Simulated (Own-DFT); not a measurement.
# Same atoms, different arrangement: C34N2Si36, 72 atoms

These are calculations, not measurements. They come from Own-DFT, an in-house plane-wave density functional program, since retired, whose code no person has reviewed. Each row is one single-point run on a periodic cell that was not relaxed, without spin or spin-orbit coupling.

Settings of every run: PBE; PseudoDojo norm-conserving scalar-relativistic files; cutoff 42 hartree; 4 x 4 x 3 k mesh centred on Gamma; Fermi-Dirac smearing of 0.1 eV.

Known limits: not probed for a lower state with spin; forces on such cells passed a denser k mesh, each cell not checked; stress not checked against mesh or cutoff.

All cells hold the same atoms in the same cell, with vectors in Å (9.248, 0.000, 0.000); (-4.624, 8.009, 0.000); (0.000, 0.000, 10.068). Every atom was moved at random from its ideal site; u is the rms move along one axis. The defect's site can differ from row to row. E is the free energy of the cell above the lowest run. The arrangements:

- A: 4H SiC, with two N on a C site each, 3.1 Å apart
- B: 2H SiC, with two N on a C site each, 3.1 Å apart

```
arrangement,u (Å),E (eV),P (GPa)
A,0.0287,0.000,2.60
A,0.0298,0.243,2.56
A,0.0310,0.335,2.62
A,0.0491,5.074,4.37
A,0.0508,5.410,4.45
A,0.0515,4.877,4.24
B,0.0295,0.953,2.89
B,0.0301,1.284,2.96
B,0.0309,1.422,2.99
B,0.0496,5.052,4.18
B,0.0504,4.620,3.78
B,0.0534,6.353,4.84
```

Question: once the cost of the random moves is taken out, how do the arrangements rank?

## Worked answer

Fit E = a + b u², with one b for all and one a for each arrangement, and with residuals divided by u², since the noise grows with the moves. Then b = 2698 eV/Å², the scatter at u = 0.04 Å is 0.33 eV, and against A:

- B: 0.86 ± 0.14 eV (higher)

These are energies of unrelaxed cells. Relaxing the atoms lowers the strained arrangements most, so the gaps would shrink and small ones could change sign.
